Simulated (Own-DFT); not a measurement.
# Computed records: GaP (zincblende, atoms displaced)

A calculation, not a measurement: plane-wave PBE density functional theory by an unreviewed code, no spin, of a simulated periodic cell, stress positive in tension, free energy of the whole cell less one offset for each atom, forces on such cells passed a denser k mesh, this cell's mesh not checked; offsets are fitted by least squares, one for each functional and potential file, so energies compare only between cells with the same atoms and settings and are not formation energies; the far tail of each file's local potential was reset to the Coulomb form; each entry is a single point on an unrelaxed cell, so the pressure reflects the starting lattice, mostly measured values (interpolated for alloys), from which strain is counted, and rises with the displacements; printed positions are rounded, which can move forces by about a meV/angstrom; the program, named Own-DFT, is a retired in-house code; no spin-orbit coupling. Program: Own-DFT development build.

Settings shared by all entries: functional PBE; potential files PseudoDojo norm-conserving, scalar-relativistic, standard set; wave cutoff 42 hartree; occupations Fermi-Dirac; smearing width 0.1 eV; hardware one NVIDIA H100; k mesh 3 x 3 x 3 centred on Gamma.

```json
{"entry": 1, "formula": "GaP", "kind": "zincblende, atoms displaced", "structure": {"cell_angstrom": [[10.901, 0.0, 0.0], [0.0, 10.901, 0.0], [0.0, 0.0, 10.901]], "atoms_fractional": [["Ga", 0.99917, 0.00092, 0.98341], ["Ga", 0.99634, 0.25362, 0.24325], ["Ga", 0.25566, 0.00681, 0.25879], ["Ga", 0.24881, 0.24149, 0.99046], ["P", 0.12028, 0.12424, 0.12423], ["P", 0.12336, 0.37309, 0.37713], ["P", 0.37848, 0.12922, 0.37662], ["P", 0.37834, 0.37814, 0.12604], ["Ga", 0.99272, 0.99757, 0.4981], ["Ga", 0.00861, 0.25241, 0.75554], ["Ga", 0.24908, 0.00291, 0.73969], ["Ga", 0.24865, 0.25012, 0.49962], ["P", 0.11729, 0.12625, 0.62012], ["P", 0.11644, 0.37645, 0.87164], ["P", 0.37095, 0.12392, 0.86964], ["P", 0.37498, 0.36994, 0.62019], ["Ga", 0.99514, 0.50399, 0.00572], ["Ga", 0.00257, 0.74877, 0.25955], ["Ga", 0.25158, 0.49953, 0.25799], ["Ga", 0.25081, 0.75555, 0.00094], ["P", 0.13249, 0.61282, 0.12791], ["P", 0.12904, 0.88347, 0.371], ["P", 0.37075, 0.62913, 0.37175], ["P", 0.37941, 0.8768, 0.12781], ["Ga", 0.99867, 0.49661, 0.49362], ["Ga", 0.99562, 0.75612, 0.74745], ["Ga", 0.24637, 0.50277, 0.75224], ["Ga", 0.24841, 0.75948, 0.5054], ["P", 0.12215, 0.62701, 0.61901], ["P", 0.12748, 0.87481, 0.88317], ["P", 0.37157, 0.62288, 0.87345], ["P", 0.36736, 0.88088, 0.6278], ["Ga", 0.50026, 0.0, 0.00261], ["Ga", 0.50611, 0.24809, 0.25922], ["Ga", 0.74467, 0.99867, 0.25522], ["Ga", 0.74947, 0.25844, 0.99336], ["P", 0.62475, 0.12584, 0.12617], ["P", 0.63422, 0.3763, 0.37667], ["P", 0.88774, 0.11703, 0.37708], ["P", 0.88107, 0.3701, 0.12692], ["Ga", 0.49965, 0.99606, 0.49918], ["Ga", 0.49726, 0.24589, 0.7527], ["Ga", 0.74902, 0.99724, 0.7386], ["Ga", 0.75158, 0.2459, 0.49781], ["P", 0.62807, 0.12713, 0.62248], ["P", 0.62354, 0.37854, 0.88288], ["P", 0.8726, 0.13024, 0.86792], ["P", 0.87588, 0.37936, 0.63544], ["Ga", 0.5071, 0.50857, 0.00217], ["Ga", 0.49694, 0.75343, 0.24829], ["Ga", 0.75098, 0.50017, 0.25005], ["Ga", 0.74079, 0.74745, 0.99283], ["P", 0.63478, 0.62444, 0.12539], ["P", 0.62817, 0.87119, 0.37255], ["P", 0.87854, 0.62384, 0.36953], ["P", 0.87175, 0.86936, 0.12625], ["Ga", 0.50463, 0.497, 0.5003], ["Ga", 0.49999, 0.75258, 0.74922], ["Ga", 0.74441, 0.5013, 0.74206], ["Ga", 0.75107, 0.75161, 0.49828], ["P", 0.62573, 0.62553, 0.62296], ["P", 0.6255, 0.88118, 0.87979], ["P", 0.8769, 0.61386, 0.88171], ["P", 0.87012, 0.87545, 0.62675]]}, "results": {"free_energy_of_cell_above_offsets [eV]": "-33.127", "pressure [GPa]": 3.2, "stress_xx [GPa]": -3.23, "stress_yy [GPa]": -3.31, "stress_zz [GPa]": -3.08, "stress_yz [GPa]": 0.44, "stress_xz [GPa]": -0.45, "stress_xy [GPa]": 0.48, "force_element": ["Ga", "Ga", "Ga", "Ga", "P", "P", "P", "P", "Ga", "Ga", "Ga", "Ga", "P", "P", "P", "P", "Ga", "Ga", "Ga", "Ga", "P", "P", "P", "P", "Ga", "Ga", "Ga", "Ga", "P", "P", "P", "P", "Ga", "Ga", "Ga", "Ga", "P", "P", "P", "P", "Ga", "Ga", "Ga", "Ga", "P", "P", "P", "P", "Ga", "Ga", "Ga", "Ga", "P", "P", "P", "P", "Ga", "Ga", "Ga", "Ga", "P", "P", "P", "P"], "force_x [eV/angstrom]": [-0.843, 1.174, -0.266, -0.41, 0.552, 0.098, 0.017, -0.034, 1.254, -1.191, -1.091, -0.205, 0.399, 1.406, 0.551, 0.057, 1.025, 0.526, 0.19, 0.258, -0.601, -0.436, 0.735, -0.782, -0.298, 0.576, -0.133, -0.234, -0.069, -0.007, 0.615, 1.557, -0.287, -0.187, 1.094, 0.427, 0.368, -0.445, -2.043, -1.565, 0.176, 0.506, -0.365, 1.197, -0.814, -0.438, -0.189, 0.195, -0.92, 0.666, 0.599, 1.517, -1.187, -0.847, -0.592, 0.241, -0.651, -0.235, 0.34, 0.207, -0.384, -0.208, -1.099, 0.532], "force_y [eV/angstrom]": [0.209, -1.07, 0.129, 1.243, -0.27, -0.248, -0.229, -0.6, -0.773, -0.488, 0.408, -0.244, -0.163, 0.686, -0.791, 0.685, -0.823, 0.271, -0.79, -1.061, 1.589, -0.692, 0.139, 0.379, 0.15, -1.048, -0.465, -0.653, 0.125, 0.094, 0.682, -0.712, 0.572, 0.772, 0.256, -0.963, 0.283, -0.137, 1.501, 1.018, 0.233, 0.614, 0.843, 0.334, -0.328, 0.133, -0.451, -0.821, -0.374, -0.883, -0.329, 0.043, 0.458, 0.088, -0.024, 0.41, 0.297, 0.034, -0.199, -0.659, 0.625, -0.259, 1.675, -0.428], "force_z [eV/angstrom]": [1.815, 1.137, -1.367, 1.109, -0.315, -0.504, 0.585, -0.016, 0.782, -1.031, 1.143, -0.039, 0.189, 1.249, 0.176, 0.799, 0.346, -1.584, -0.484, 0.697, -0.138, 0.91, 1.108, -0.211, 0.857, 0.887, -0.74, -0.799, 0.405, -1.927, 0.288, -0.442, -0.045, -1.116, -0.825, 0.941, -0.096, 0.02, -1.196, -0.658, 0.092, -0.168, 1.308, 0.308, 0.028, -1.602, -0.09, -1.397, 0.366, 0.053, -0.322, 0.491, 0.377, 0.596, 0.973, -0.411, -0.392, 0.281, 1.35, -0.159, -0.128, -1.205, -1.509, -0.749], "wall_time [s]": 570.0}}
{"entry": 2, "formula": "GaP", "kind": "zincblende, atoms displaced", "structure": {"cell_angstrom": [[10.901, 0.0, 0.0], [0.0, 10.901, 0.0], [0.0, 0.0, 10.901]], "atoms_fractional": [["Ga", 0.00827, 0.99873, 0.99287], ["Ga", 0.00311, 0.25354, 0.25863], ["Ga", 0.25512, 0.99607, 0.24657], ["Ga", 0.25147, 0.24898, 0.9962], ["P", 0.12799, 0.11746, 0.12674], ["P", 0.12267, 0.37829, 0.37485], ["P", 0.37685, 0.13393, 0.37213], ["P", 0.37949, 0.39119, 0.12055], ["Ga", 0.99962, 0.00954, 0.50161], ["Ga", 0.99986, 0.2514, 0.75474], ["Ga", 0.24268, 0.99983, 0.75918], ["Ga", 0.25439, 0.25699, 0.49315], ["P", 0.11937, 0.11808, 0.63116], ["P", 0.12713, 0.37502, 0.87407], ["P", 0.38021, 0.13484, 0.88108], ["P", 0.37662, 0.37352, 0.62365], ["Ga", 0.00162, 0.50076, 0.00203], ["Ga", 0.00899, 0.74691, 0.24487], ["Ga", 0.25128, 0.5035, 0.2481], ["Ga", 0.25196, 0.75771, 0.99832], ["P", 0.12348, 0.62146, 0.12352], ["P", 0.1253, 0.87823, 0.37802], ["P", 0.3767, 0.62644, 0.37721], ["P", 0.36677, 0.87115, 0.12359], ["Ga", 0.99845, 0.49902, 0.49471], ["Ga", 0.9989, 0.75424, 0.75769], ["Ga", 0.24885, 0.49807, 0.75229], ["Ga", 0.24889, 0.75424, 0.49879], ["P", 0.12311, 0.62981, 0.62824], ["P", 0.13304, 0.8773, 0.86841], ["P", 0.38161, 0.62883, 0.87474], ["P", 0.38093, 0.87673, 0.62849], ["Ga", 0.49779, 0.99865, 0.0012], ["Ga", 0.50542, 0.24748, 0.25479], ["Ga", 0.74563, 0.99528, 0.25039], ["Ga", 0.74721, 0.25163, 0.99925], ["P", 0.62399, 0.12898, 0.12094], ["P", 0.63278, 0.37514, 0.37767], ["P", 0.86904, 0.1229, 0.37884], ["P", 0.87253, 0.38004, 0.12486], ["Ga", 0.51171, 0.99692, 0.50279], ["Ga", 0.49822, 0.25047, 0.75233], ["Ga", 0.75284, 0.99096, 0.74996], ["Ga", 0.75913, 0.25905, 0.49281], ["P", 0.62716, 0.12398, 0.62469], ["P", 0.63388, 0.3843, 0.87268], ["P", 0.87289, 0.1236, 0.8707], ["P", 0.88754, 0.36789, 0.62703], ["Ga", 0.50067, 0.50694, 0.99832], ["Ga", 0.49155, 0.75145, 0.24899], ["Ga", 0.75717, 0.50217, 0.24344], ["Ga", 0.75454, 0.75073, 0.99996], ["P", 0.622, 0.62468, 0.12402], ["P", 0.6242, 0.88482, 0.37436], ["P", 0.87452, 0.61652, 0.37884], ["P", 0.87576, 0.87411, 0.1235], ["Ga", 0.50195, 0.49869, 0.50718], ["Ga", 0.50116, 0.74772, 0.74667], ["Ga", 0.74727, 0.49312, 0.74864], ["Ga", 0.75275, 0.75601, 0.5007], ["P", 0.62929, 0.61377, 0.62403], ["P", 0.61582, 0.8722, 0.87083], ["P", 0.8777, 0.62747, 0.88092], ["P", 0.87496, 0.87435, 0.63065]]}, "results": {"free_energy_of_cell_above_offsets [eV]": "-33.041", "pressure [GPa]": 3.39, "stress_xx [GPa]": -3.35, "stress_yy [GPa]": -3.3, "stress_zz [GPa]": -3.51, "stress_yz [GPa]": 0.0, "stress_xz [GPa]": 0.11, "stress_xy [GPa]": 0.02, "force_element": ["Ga", "Ga", "Ga", "Ga", "P", "P", "P", "P", "Ga", "Ga", "Ga", "Ga", "P", "P", "P", "P", "Ga", "Ga", "Ga", "Ga", "P", "P", "P", "P", "Ga", "Ga", "Ga", "Ga", "P", "P", "P", "P", "Ga", "Ga", "Ga", "Ga", "P", "P", "P", "P", "Ga", "Ga", "Ga", "Ga", "P", "P", "P", "P", "Ga", "Ga", "Ga", "Ga", "P", "P", "P", "P", "Ga", "Ga", "Ga", "Ga", "P", "P", "P", "P"], "force_x [eV/angstrom]": [-0.811, -0.691, -0.36, -0.193, -0.24, 0.904, -0.028, -0.351, -0.386, 0.443, 2.224, -0.713, 1.122, -0.356, -0.51, -0.364, -0.173, -0.97, 0.111, -0.542, 0.924, -0.205, -0.263, 1.334, 0.49, 0.068, 0.392, 0.34, 0.032, -1.268, -1.072, -0.74, 0.04, -0.034, 0.743, 0.552, 0.046, -0.689, 0.623, 0.902, -1.453, 1.001, -1.012, -0.442, 0.628, -1.722, 0.116, -1.059, 0.567, 0.903, -1.21, -1.028, 0.59, -0.107, -0.056, 0.464, -0.077, 0.177, 1.999, -0.261, 0.077, 1.141, -0.22, 0.654], "force_y [eV/angstrom]": [0.235, -0.864, 0.65, 0.681, 1.119, 0.222, -1.576, -1.95, -1.064, -0.704, 1.337, -0.663, 1.384, -0.057, -1.357, 0.173, -0.363, 0.304, -0.002, -1.505, 0.594, 0.12, -0.25, 0.664, 0.153, -0.544, 0.653, -0.128, -0.401, -1.157, -0.117, 0.243, 0.035, 1.172, 0.921, 0.05, -0.724, 0.736, 0.057, -1.246, 1.063, 0.222, 0.866, -0.741, 0.7, -1.376, -0.03, 1.083, -0.12, -0.115, 0.279, 0.114, 0.734, -1.996, 1.654, 0.277, -0.244, -0.483, 0.795, -0.755, 1.689, 0.185, -0.544, -0.088], "force_z [eV/angstrom]": [0.415, -1.011, 0.992, 1.25, -0.155, -0.08, 0.321, 0.579, -0.072, 0.099, -1.452, 0.753, -0.287, 0.477, -0.54, 0.475, -0.375, 0.89, 0.261, -0.469, -0.394, -0.424, 0.341, 0.166, 1.346, -0.507, -0.394, 0.622, -0.287, 1.452, -0.192, -0.383, -0.026, -0.712, -0.862, -0.257, 0.452, -0.706, -0.929, -0.309, 0.371, -0.428, 0.231, 1.371, 0.291, 0.922, 0.745, -0.402, -0.438, 0.113, 0.697, 0.067, 0.429, -0.326, -0.771, 0.153, -1.054, -0.464, -0.623, -0.132, 0.06, 0.736, -0.788, -0.83], "wall_time [s]": 530.2}}
```
